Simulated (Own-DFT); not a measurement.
# What a defect does to the pressure of its cell: 2H SiC

No measurement is shown. These are fixed-geometry runs of a retired plane-wave code named Own-DFT, which no person has reviewed; spin and spin-orbit coupling are neglected.

Method: PBE; PseudoDojo norm-conserving scalar-relativistic files; cutoff 42 hartree; 4 x 4 x 3 k mesh centred on Gamma; Fermi-Dirac smearing of 0.1 eV.

Known weak points (not all hold for every row): not probed for a lower state with spin; forces on such cells moved up to 12 meV/angstrom on a denser k mesh; forces on such cells passed a denser k mesh, each cell not checked; stress not checked against mesh or cutoff.

All runs share one cell, with vectors in Å (9.248, 0.000, 0.000); (-4.624, 8.009, 0.000); (0.000, 0.000, 10.068) and a volume of 745.7 Å³. u is the rms random offset of the atoms per axis. The defect's site can differ from row to row.

| cell | formula | u (Å) | P (GPa) |
|---|---|---|---|
| no defect | C36Si36 | 0.0293 | 3.80 |
| no defect | C36Si36 | 0.0311 | 3.82 |
| no defect | C36Si36 | 0.0624 | 6.75 |
| one C vacancy | C35Si36 | 0.0279 | 3.70 |
| one C vacancy | C35Si36 | 0.0303 | 3.60 |
| one C vacancy | C35Si36 | 0.0315 | 3.88 |
| one C on a Si site | C37Si35 | 0.0282 | 1.75 |
| one C on a Si site | C37Si35 | 0.0454 | 3.01 |
| one C on a Si site | C37Si35 | 0.0480 | 3.18 |
| two Al on a Si site each | Al2C36Si34 | 0.0308 | 5.91 |
| two Al on a Si site each | Al2C36Si34 | 0.0459 | 7.19 |
| two Al on a Si site each | Al2C36Si34 | 0.0494 | 7.18 |
| one Si on a C site | C35Si37 | 0.0278 | ? |
| one Si on a C site | C35Si37 | 0.0318 | 10.38 |
| one Si on a C site | C35Si37 | 0.0475 | 12.32 |
| one Si on a C site | C35Si37 | 0.0510 | 11.44 |

## Fit

P = P0 + c u² + a shift for each defect gives P0 = 2.95 GPa, c = 964 ± 98 GPa/Å² and a scatter of 0.31 GPa. The shifts, and each times the cell's volume:

- one Si on a C site: 6.55 ± 0.25 GPa, 30.5 eV
- two Al on a Si site each: 2.04 ± 0.25 GPa, 9.5 eV (4.7 eV for each of its 2 sites)
- one C vacancy: -0.09 ± 0.27 GPa, -0.4 eV (not resolved)
- one C on a Si site: -1.97 ± 0.25 GPa, -9.2 eV

Positive is outwards. The product with the volume (160.2 GPa Å³ to the eV) is nearly free of the cell's size; divided by the bulk modulus at the cell's pressure it gives the volume that the defect adds. The atoms around the defects weren't relaxed, which would change these numbers.

## Withheld run

Q: what pressure belongs in the blank (one Si on a C site, u = 0.0278 Å)?

Estimate: 10.24 ± 0.37 GPa. The run itself gave 10.58 GPa.
